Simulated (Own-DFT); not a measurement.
# Strain and stress in 4H SiC, 72 atoms (C36Si36)

All numbers below are calculated, not measured. The program, named Own-DFT, is a retired in-house plane-wave density functional code that no person has reviewed. Each row is one single-point run on a periodic cell that was not relaxed, without spin or spin-orbit coupling.

Settings of every run: PBE; PseudoDojo norm-conserving scalar-relativistic files; cutoff 42 hartree; 4 x 4 x 3 k mesh centred on Gamma; Fermi-Dirac smearing of 0.1 eV.

Known limits: forces on such cells passed a denser k mesh, each cell not checked; stress not checked against mesh or cutoff.

Unstrained cell vectors in Å: (9.248, 0.000, 0.000); (-4.624, 8.009, 0.000); (0.000, 0.000, 10.068). The unstrained cell has measured lattice constants (interpolated for alloys), not those of this functional. That, the random moves and any unrelaxed bonds set the pressure at no strain. Each run strains this cell uniformly, with the atoms carried along. Every atom was also moved at random, by a Gaussian of width 0.05 Å on each axis. Strain is the symmetric tensor, in per cent. Stress is positive in tension, and the pressure is minus a third of its trace.

```
run  e_xx (%)  e_yy (%)  e_zz (%)  e_yz (%)  e_xz (%)  e_xy (%)  s_xx (GPa)  s_yy (GPa)  s_zz (GPa)  s_yz (GPa)  s_xz (GPa)  s_xy (GPa)  P (GPa)  E (meV/atom)
  1     -0.99      1.37      0.03      0.29      0.88     -0.33       -9.36        0.87       -5.97        1.00        2.98       -1.48     4.82          13.9
  2     -1.26      0.85      1.55      1.25      0.18      0.97      -11.67       -0.21        2.92        3.94        0.38        4.18     2.99           4.8
  3      1.58     -1.07     -1.44     -0.05      1.89      1.16        1.86      -10.53      -14.58        0.23        6.83        5.86     7.75          20.5
  4      0.34      0.69      1.40     -1.34      1.26     -1.09       -1.58       -0.30        1.81       -3.43        4.17       -4.09     0.03           5.3
  5     -1.45     -0.81     -1.25     -0.95     -0.55     -1.51      -14.50      -11.25      -16.39       -4.00       -2.60       -5.91    14.05          28.4
  6     -0.41      1.26      0.78     -0.42      0.77     -1.59       -4.64        1.90       -1.94       -2.31        2.15       -6.25     1.56           6.0
  7      0.81      0.32     -1.54     -0.77      0.78     -1.44       -1.88       -2.41      -15.21       -2.39        1.52       -6.18     6.50          20.2
  8      0.39     -1.02      0.63      1.36     -0.50     -1.94       -5.77      -10.85       -2.23        3.89       -2.72       -9.59     6.28          32.4
  9      0.15      0.09     -0.04     -1.63     -0.34      0.97       -3.96       -3.04       -6.90       -5.34       -1.01        4.35     4.63           0.0
 10     -0.82     -1.18     -0.11     -1.38     -1.60     -1.51       -8.68      -14.71       -9.12       -4.85       -5.63       -7.39    10.84          28.9
 11     -0.47      1.54     -1.39     -0.14      0.04      1.50       -7.12        1.79      -13.68       -0.48       -0.11        7.40     6.33          11.7
 12      0.37      0.57      0.60     -1.80      1.78     -1.48       -3.31       -1.63       -1.60       -6.81        4.71       -6.43     2.18          16.5
 13      1.67     -0.48      0.83     -0.52      0.85     -1.30        2.96       -6.21       -0.89       -1.51        3.66       -6.62     1.38          21.0
 14     -0.17     -0.58     -1.00     -0.98     -0.88      1.05       -8.75       -9.55      -11.23       -3.37       -3.12        5.57     9.84          16.9
 15     -1.48     -1.71     -1.69     -1.64      1.29      0.90      -18.52      -15.71      -20.36       -6.23        4.77        6.50    18.20          56.7
 16     -1.02     -1.03     -0.50     -1.94      0.62     -0.30      -13.50      -10.28      -10.33       -6.27        1.32       -3.36    11.37          23.5
 17     -1.18     -0.62      1.57     -0.67     -1.95     -1.21           ?           ?           ?           ?           ?           ?        ?             ?
```

E is the free energy for each atom above the lowest run shown.

## Worked fit

Each stress component was fitted by least squares to a constant and the strains of the runs shown, as fractions, with shears doubled. Shear strains stay in the fit of a normal stress only where such slopes are resolved. The slopes, in GPa:

| stress | at no strain | per e_xx | per e_yy | per e_zz | scatter |
|---|---|---|---|---|---|
| s_xx | -5.6 | 554 ± 34 | 132 ± 35 | 54 ± 34 | 1.31 |
| s_yy | -5.1 | 80 ± 28 | 556 ± 29 | 34 ± 28 | 1.08 |
| s_zz | -6.5 | 87 ± 23 | 76 ± 24 | 601 ± 23 | 0.88 |

Each shear stress against twice its own strain: yz 160 ± 8, xz 171 ± 9, xy 229 ± 13 GPa. These are stiffnesses along x, y and z of the frame in which the cell vectors are given, which need not be the crystal's axes. The atoms are held to the strained lattice; where symmetry lets them move under strain, relaxing them would lower some slopes. The table should be nearly symmetric about its diagonal, and what it lacks of that shows the noise. A ninth of its sum, 242 ± 5 GPa, estimates the bulk modulus near the mean pressure of these runs, 6.8 GPa, so it lies above the value at zero pressure.

## Withheld run

Question: what normal stresses and pressure should run 17 give?

The fit gives s_xx = -12.1, s_yy = -9.0, s_zz = 1.4 and P = 6.6 GPa. The calculation gave -11.21, -8.97, 1.58 and P = 6.20 GPa.
